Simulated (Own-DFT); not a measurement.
# One host, several defects: monoclinic HfO2

No measurement is shown. These are fixed-geometry runs of a retired plane-wave code named Own-DFT, which no person has reviewed; spin and spin-orbit coupling are neglected.

Common settings: PBE; PseudoDojo norm-conserving scalar-relativistic files; cutoff 72 hartree; 2 x 2 x 2 k mesh centred on Gamma; Fermi-Dirac smearing of 0.1 eV.

Known weak points (not all hold for every row): not probed for a lower state with spin; hafnium file: forces about 75 meV/angstrom off all-electron values; oxygen file: force components 24 meV/angstrom off all-electron in a glass; forces on such cells passed a denser k mesh, each cell not checked; stress not checked against mesh or cutoff.

All runs share one cell, with vectors in Å (10.234, 0.000, 0.000); (0.000, 10.350, 0.000); (-1.696, 0.000, 10.445) and a volume of 1106.4 Å³. Atoms were moved at random from their sites; u is the rms move along one axis. The defect's site can differ from row to row.

```
                                      cell     formula   u (Å)  P (GPa)
                                 no defect     Hf32O64  0.0194     3.97
                                 no defect     Hf32O64  0.0207     3.75
                                 no defect     Hf32O64  0.0525     6.45
                             one O vacancy     Hf32O63  0.0289     4.22
                             one O vacancy     Hf32O63  0.0302     4.40
                             one O vacancy     Hf32O63  0.0475     5.83
                           two O vacancies     Hf32O62  0.0272     3.81
                           two O vacancies     Hf32O62  0.0300     3.62
                           two O vacancies     Hf32O62  0.0484     5.29
two Al on a Hf site each and one O vacancy  Al2Hf30O63  0.0301     2.17
two Al on a Hf site each and one O vacancy  Al2Hf30O63  0.0311     1.86
two Al on a Hf site each and one O vacancy  Al2Hf30O63  0.0497     3.56
                       one Si on a Hf site   Hf31O64Si  0.0283     2.63
                       one Si on a Hf site   Hf31O64Si  0.0298        ?
                       one Si on a Hf site   Hf31O64Si  0.0482     4.18
                       one Si on a Hf site   Hf31O64Si  0.0515     4.12
```

## Analysis

P = P0 + c u² + a shift for each defect gives P0 = 3.50 GPa, c = 1027 ± 58 GPa/Å² and a scatter of 0.18 GPa. The shifts, and each times the cell's volume:

- one O vacancy: -0.06 ± 0.15 GPa, -0.4 eV (not resolved)
- two O vacancies: -0.63 ± 0.15 GPa, -4.3 eV (-2.2 eV for each of its 2 sites)
- one Si on a Hf site: -1.84 ± 0.16 GPa, -12.7 eV
- two Al on a Hf site each and one O vacancy: -2.46 ± 0.15 GPa, -17.0 eV

Against the defect-free cell, a freed cell would be larger where the shift is positive and smaller where it is negative (160.2 GPa Å³ is 1 eV). The atoms around the defects weren't relaxed, which would change these numbers.

## Withheld run

Q: what pressure belongs in the blank (one Si on a Hf site, u = 0.0298 Å)?

From the fit: 2.58 ± 0.22 GPa. The run itself gave 2.61 GPa.
